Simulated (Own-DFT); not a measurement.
## Calculated data, Al32O47 (corundum with one vacancy, atoms displaced), Al16O23 (corundum with two vacancies, strained, atoms displaced)

Computed with Own-DFT development build. A calculation, not a measurement: plane-wave PBE density functional theory by an unreviewed code, no spin, of a simulated periodic cell, stress positive in tension, free energy of the whole cell less one offset for each atom, defect cell not probed for a lower state with spin; oxygen file: force components 24 meV/angstrom off all-electron in one glass; forces on such cells passed a denser k mesh, this cell's mesh not checked; offsets are fitted by least squares, one for each functional and potential file, so energies compare only between cells with the same atoms and settings and are not formation energies; the far tail of each file's local potential was reset to the Coulomb form; each entry is a single point on an unrelaxed cell, so the pressure reflects the starting lattice, mostly measured values, from which strain is counted, and rises with the displacements; printed positions are rounded, which can move forces by about a meV/angstrom; the program is a retired in-house code; no spin-orbit coupling; before rounding, a Quantum ESPRESSO 7.3.1 run of the same cell and cutoff gave forces within 1 meV/angstrom rms on each cell, which checks the program and not the settings.

Common to all runs: functional PBE; potential files PseudoDojo norm-conserving, scalar-relativistic, standard set; wave cutoff 72 hartree; occupations Fermi-Dirac; smearing width 0.1 eV; k mesh 3 x 3 x 3 centred on Gamma.

(1) Al32O47 (corundum with one vacancy, atoms displaced)

```xyz
79
Lattice="5.4940 0.0000 8.6604 -2.7470 4.7579 8.6604 -2.7470 -4.7579 8.6604" Properties=species:S:1:pos:R:3 Al32O47
Al    -0.1130    -0.0375     4.5492
Al     0.1065    -0.0963     8.4894
Al    -0.0501    -0.0985    11.0016
Al     0.0249    -0.0356     1.7726
O     -0.0983     1.7054     7.5395
O      1.4483    -0.6358     7.6152
O     -1.4019    -0.8187     7.4716
O      0.0537    -1.5030     5.4022
O     -1.4897     0.7931     5.4497
O      1.3839     0.7568     5.2980
Al    -1.3497    -2.3805     8.9386
Al    -1.3236    -2.3579    12.7672
Al    -1.3189    -2.4232    15.3078
Al    -1.3642    -2.4364     6.1333
O     -1.4308    -0.8294    11.9860
O      0.1064    -3.0168    11.9245
O     -2.8428    -3.3302    11.8804
O     -1.1834    -4.0001     9.7144
O     -2.9302    -1.7273     9.7907
O     -0.0196    -1.5421     9.8047
Al    -1.4310     2.5258     8.9346
Al    -1.2858     2.4455    12.7222
Al    -1.2964     2.3204    15.3352
Al    -1.3355     2.3718     6.2649
O     -1.4021     4.1052    11.7690
O      0.1447     1.6658    11.8804
O     -2.8024     1.3634    11.9130
O     -1.2672     0.7433     9.7393
O     -3.0495     3.1896     9.6405
O     -0.0035     3.2294     9.7637
Al    -2.8104    -0.0241    13.2546
Al    -2.6771     0.0776    17.0759
Al    -2.6844    -0.0699    19.7331
Al    -2.7609    -0.1159    10.6656
O     -2.8550     1.4657    16.2507
O     -1.3806    -0.8141    16.2939
O     -2.6321    -1.5113    14.1922
O     -4.2887     0.5252    14.0390
O     -1.4910     0.8753    14.1359
Al     2.6863    -0.0979     8.8099
Al     2.7067     0.0316    12.6802
Al     2.6902     0.0785    15.4698
Al     2.7920     0.0749     6.3112
O      2.5566     1.7554    11.9818
O      4.1370    -0.7359    12.0034
O      1.3220    -0.9654    11.8316
O      2.8496    -1.7761     9.7432
O      1.4324     0.7500     9.7157
O      4.0381     0.8957     9.8218
Al     1.4167    -2.3714    13.2588
Al     1.3311    -2.3130    17.1176
Al     1.2649    -2.3255    19.5779
Al     1.4053    -2.4145    10.6059
O      1.2833    -0.7678    16.1363
O      2.8353    -3.0676    16.1383
O     -0.0605    -3.3304    16.2066
O      1.5735    -4.0803    14.1088
O     -0.1586    -1.6220    14.1504
O      2.7884    -1.4441    14.0424
Al     1.3540     2.2246    13.2224
Al     1.4105     2.4041    17.0669
Al     1.5267     2.4766    19.6363
Al     1.2849     2.3703    10.7433
O      1.3555     4.0612    16.2343
O      3.0151     1.5392    16.2140
O     -0.0516     1.5840    16.2919
O      1.5653     0.6748    14.0817
O     -0.1939     3.1530    14.0641
O      2.7927     3.3492    13.9987
Al     0.1972    -0.0027    17.4630
Al     0.1421     0.0637    21.5034
Al     0.0969     0.0305    24.0537
Al    -0.0020     0.1145    14.9222
O     -0.1307     1.6468    20.5540
O      1.4499    -0.7594    20.6331
O     -1.3362    -0.8936    20.4479
O      0.0817    -1.6819    18.5057
O     -1.6037     0.7063    18.3049
O      1.3873     0.8215    18.4502
```

Results for Al32O47 (corundum with one vacancy, atoms displaced): free energy of cell above offsets -44.507 eV; pressure 12.22 GPa; stress xx -12.32 GPa; stress yy -10.61 GPa; stress zz -13.73 GPa; stress yz 0.75 GPa; stress xz 0.12 GPa; stress xy 0.18 GPa.

Force:
| element | x (eV/Å) | y (eV/Å) | z (eV/Å) |
| --- | --- | --- | --- |
| Al | 0.218 | 3.5 | -0.815 |
| Al | -3.764 | 3.479 | -1.113 |
| Al | 0.472 | 0.975 | 0.911 |
| Al | 0.529 | 4.18 | 2.069 |
| O | 0.623 | -0.742 | 0.545 |
| O | 1.84 | -3.4 | -2.13 |
| O | 1.725 | -2.44 | 2.621 |
| O | 1.112 | -4.357 | 0.759 |
| O | -0.364 | -0.852 | -1.44 |
| O | 0.598 | 2.468 | 1.005 |
| Al | -0.991 | -0.604 | -1.721 |
| Al | -1.626 | -2.742 | 0.066 |
| Al | -2.651 | 0.868 | 1.9 |
| Al | -0.462 | 1.389 | 1.475 |
| O | -1.074 | 2.869 | -1.767 |
| O | 0.67 | -1.787 | -0.148 |
| O | 0.836 | 0.601 | 0.209 |
| O | -2.185 | -0.542 | 0.386 |
| O | 1.523 | 1.081 | -1.383 |
| O | -0.001 | 1.463 | -1.431 |
| Al | 2.479 | -1.65 | -2.003 |
| Al | -1.925 | 0.359 | -0.588 |
| Al | -3.446 | 2.175 | 0.487 |
| Al | 0.265 | 0.575 | -0.073 |
| O | -2.944 | -2.838 | 1.421 |
| O | -2.17 | -1.73 | 1.74 |
| O | 1.456 | 1.863 | 0.234 |
| O | -0.01 | -0.882 | 1.104 |
| O | 3.159 | -0.961 | 0.578 |
| O | -0.683 | 0.391 | 0.331 |
| Al | 1.378 | -0.981 | -0.497 |
| Al | -1.281 | -4.878 | 1.586 |
| Al | 0.493 | 2.643 | -1.466 |
| Al | 0.255 | 1.002 | -0.224 |
| O | -0.467 | 6.483 | -3.941 |
| O | 3.682 | 0.854 | -0.873 |
| O | 0.228 | -1.994 | -0.892 |
| O | 3.636 | 5.261 | 2.852 |
| O | 1.903 | 1.736 | -0.539 |
| Al | 2.256 | 1.311 | 2.158 |
| Al | 0.365 | -0.33 | 0.695 |
| Al | 3.035 | -2.799 | -2.865 |
| Al | 0.089 | -0.685 | -2.024 |
| O | 1.072 | -2.089 | -0.734 |
| O | 1.846 | -1.306 | -2.377 |
| O | 1.048 | 1.669 | 1.244 |
| O | 0.331 | 1.408 | -1.059 |
| O | -3.109 | -0.631 | 1.291 |
| O | 0.306 | -0.625 | -1.845 |
| Al | -0.453 | -0.538 | -0.392 |
| Al | 0.024 | -2.965 | -1.246 |
| Al | 1.211 | -2.465 | 4.899 |
| Al | -0.269 | -1.672 | 0.389 |
| O | -1.549 | 0.861 | 1.62 |
| O | 0.169 | 0.567 | 1.42 |
| O | 1.85 | 0.701 | 0.576 |
| O | -1.485 | 1.454 | -0.497 |
| O | 1.622 | -0.059 | -1.093 |
| O | -0.985 | -0.354 | -0.375 |
| Al | 1.428 | 4.038 | 1.178 |
| Al | -0.379 | -0.3 | -1.302 |
| Al | -3.815 | -2.175 | 2.914 |
| Al | 1.864 | 0.421 | -3.765 |
| O | -1.939 | -0.792 | 0.244 |
| O | -3.337 | 4.077 | 3 |
| O | 2.158 | -2.358 | -0.609 |
| O | -2.644 | 0.551 | 0.486 |
| O | 1.527 | -1.486 | -0.082 |
| O | -1.25 | -2.465 | 1.332 |
| Al | -4.545 | -0.816 | 2.172 |
| Al | -5.119 | -1.901 | -3.896 |
| Al | -0.475 | -1.979 | 1.334 |
| Al | -1.183 | -2.894 | -0.605 |
| O | 1.008 | -0.059 | 0.291 |
| O | 1.714 | -0.424 | -1.721 |
| O | 0.29 | 0.085 | 2.366 |
| O | -0.206 | 1.805 | -3.438 |
| O | 3.479 | 1.208 | 2.013 |
| O | 1.018 | 1.178 | -0.937 |

(2) Al16O23 (corundum with two vacancies, strained, atoms displaced)

```xyz
78
Lattice="5.7279 0.1374 8.8109 -2.6706 4.8262 8.7637 -2.6473 -4.5110 8.5979" Properties=species:S:1:pos:R:3 Al16O23
Al     0.1293     0.0390     4.5665
Al     0.1652     0.1888     8.5336
Al     0.2236     0.2187    11.1491
Al     0.0739     0.0394     1.9748
O     -0.0676     1.7494     7.6869
O      1.6792    -0.6347     7.6054
O     -1.3616    -0.8049     7.5433
O      0.1678    -1.4905     5.5317
O     -1.4486     0.8292     5.4933
O      1.4599     0.9411     5.4389
Al    -1.2294    -2.2161     8.9452
Al    -1.0996    -2.1417    12.7421
Al    -1.1104    -2.0473    15.4215
Al    -1.3206    -2.2008     6.1696
O     -1.3742    -0.4810    11.9776
O      0.2758    -2.7920    11.9937
O     -2.5970    -2.9642    11.9031
O     -1.1144    -3.7551     9.7018
O     -2.6643    -1.3629     9.7663
O      0.2408    -1.2593     9.7749
Al    -1.3179     2.5284     8.9403
Al    -1.2045     2.5197    12.8772
Al    -1.1084     2.5526    15.5823
Al    -1.3318     2.4770     6.3343
O     -1.3194     4.1869    11.9963
O      0.3163     1.8178    11.9738
O     -2.5860     1.6892    12.0385
O     -1.1925     0.8600     9.7698
O     -2.7163     3.1403     9.8587
O      0.1474     3.3632     9.8757
Al    -2.5665     0.2968    13.2659
Al    -2.5504     0.3290    17.2449
Al    -2.4101     0.3440    19.7723
Al    -2.5674     0.2649    10.6257
O     -2.6434     1.9577    16.3933
O     -1.0455    -0.4151    16.3117
O     -3.9594    -0.6757    16.2868
O     -2.4771    -1.4188    14.0683
O     -4.0769     0.8988    14.0986
O     -1.1414     1.1621    14.1949
Al     2.9548     0.1217     8.9446
Al     3.0059     0.2391    12.8911
Al     3.0612     0.2381    15.5968
Al     2.8593     0.0066     6.3274
O      2.8337     1.9184    12.0868
O      4.5673    -0.4518    12.0744
O      1.5648    -0.7265    12.0390
O      3.0736    -1.5373     9.8416
O      1.4241     0.9110     9.8369
O      4.4171     1.1537     9.8722
Al     1.6409    -2.1071    13.2883
Al     1.7144    -2.0589    17.1259
Al     1.7449    -2.0665    19.8635
Al     1.5715    -2.1743    10.6817
O      1.5502    -0.4076    16.4281
O      3.1747    -2.7637    16.3767
O      1.7532    -3.6676    14.1417
O      0.0441    -1.4887    14.2051
O      3.0374    -1.2333    14.2050
Al     1.6558     2.5454    13.3980
Al     1.6837     2.6829    17.2615
Al     1.7225     2.6998    19.8936
Al     1.6008     2.4548    10.7488
O      3.1311     1.8239    16.3860
O      0.3666     1.6984    16.3062
O      1.6501     0.9825    14.1570
O      0.1155     3.2938    14.2553
O      3.0592     3.4521    14.3568
Al     0.2762     0.3388    17.7129
Al     0.3908     0.4239    21.6249
Al     0.3437     0.4140    24.2510
Al     0.2841     0.2828    15.0859
O      0.2604     2.0689    20.7775
O      1.9502    -0.4185    20.7400
O     -1.0354    -0.5537    20.7258
O      0.4840    -1.2967    18.5434
O     -1.2482     1.0261    18.4588
O      1.5988     1.1856    18.6450
```

Results for Al16O23 (corundum with two vacancies, strained, atoms displaced): free energy of cell above offsets -49.793 eV; pressure 7.4 GPa; stress xx -2.05 GPa; stress yy -14.51 GPa; stress zz -5.65 GPa; stress yz 5.22 GPa; stress xz 4.83 GPa; stress xy -0.79 GPa.

Force:
| element | x (eV/Å) | y (eV/Å) | z (eV/Å) |
| --- | --- | --- | --- |
| Al | -1.133 | 1.512 | 1.16 |
| Al | -0.97 | -0.914 | -1.158 |
| Al | -1.613 | -0.988 | 0.34 |
| Al | -0.041 | 0.466 | -0.539 |
| O | 1.318 | 0.075 | -0.471 |
| O | -0.513 | 0.496 | 1.367 |
| O | 2.017 | -0.053 | 1.438 |
| O | 1.481 | -0.396 | -1.75 |
| O | -0.15 | -0.579 | -1.393 |
| O | 0.678 | -0.367 | 0.565 |
| Al | -0.81 | 3.284 | -1.439 |
| Al | -3.673 | 1.384 | 1.702 |
| Al | -2.037 | -0.884 | 0.766 |
| Al | 0.422 | -0.599 | 1.834 |
| O | 2.444 | 0.334 | -0.381 |
| O | 2.819 | -2.159 | -2.457 |
| O | 0.921 | -1.507 | -0.07 |
| O | 0.272 | -1.783 | 1.284 |
| O | -0.177 | -1.077 | -0.46 |
| O | -0.51 | -0.019 | 0.3 |
| Al | 1.359 | -1.658 | 0.331 |
| Al | 1.123 | 0.771 | 0.068 |
| Al | -1.007 | 0.005 | -0.661 |
| Al | 1.613 | -1.254 | -0.287 |
| O | 0.351 | -0.651 | 0.485 |
| O | -0.481 | 0.263 | 0.779 |
| O | -0.574 | 0.433 | -0.789 |
| O | 1.958 | 1.097 | -0.297 |
| O | -0.998 | 1.583 | 0.325 |
| O | -0.023 | 0.776 | 0.124 |
| Al | 0.085 | -2.672 | 0.532 |
| Al | 0.482 | -1.114 | -2.154 |
| Al | -0.717 | -0.93 | 1.527 |
| Al | -1.929 | -2.33 | 0.536 |
| O | 0.001 | -1.032 | -0.142 |
| O | 0.259 | 0.182 | 0.529 |
| O | 0.096 | 2.006 | 0.19 |
| O | 0.512 | 0.797 | 0.745 |
| O | -0.243 | 1.732 | 0.957 |
| O | -0.48 | -0.081 | -0.174 |
| Al | 0.409 | 0.9 | -0.213 |
| Al | 0.349 | -0.004 | 0.907 |
| Al | -0.071 | 0.127 | -0.629 |
| Al | 0.316 | 2.309 | -0.15 |
| O | 0.887 | -2.25 | 0.02 |
| O | -1.085 | -1.018 | -0.702 |
| O | 0.661 | 1.065 | -0.358 |
| O | 0.08 | 1.768 | -0.391 |
| O | 0.824 | -0.861 | -0.439 |
| O | -0.369 | -2.441 | 0.735 |
| Al | -0.708 | 0.711 | 1.149 |
| Al | -0.808 | 0.259 | 1.209 |
| Al | 0.502 | 2.774 | -0.578 |
| Al | 0.131 | 0.465 | -0.443 |
| O | -0.216 | -0.22 | -1.246 |
| O | 0.577 | -1.386 | -1.104 |
| O | 0.04 | -1.368 | 0.458 |
| O | 2.469 | 1.933 | -0.98 |
| O | -1.348 | 0.881 | -1.031 |
| Al | -0.655 | 1.792 | 0.263 |
| Al | 0.365 | -0.542 | -1.002 |
| Al | 0.007 | -0.468 | 0.688 |
| Al | 0.224 | 1.831 | -0.678 |
| O | -0.374 | 1.459 | 1.472 |
| O | -0.965 | 0.663 | 1.328 |
| O | 1.232 | -1.724 | 0.336 |
| O | 0.206 | -0.834 | -1.03 |
| O | -2.098 | 0.851 | -1.379 |
| Al | 0.659 | -1.184 | -0.105 |
| Al | 0.675 | -1.606 | -0.98 |
| Al | -0.394 | -0.388 | 0.776 |
| Al | -0.734 | -1.114 | -0.673 |
| O | -0.879 | -1.124 | 0.135 |
| O | -1.883 | 1.309 | 0.554 |
| O | -0.294 | 1.426 | -0.37 |
| O | -1.223 | -0.061 | -0.222 |
| O | 0.204 | 0.949 | 1.505 |
| O | 1.153 | 0.969 | -0.09 |
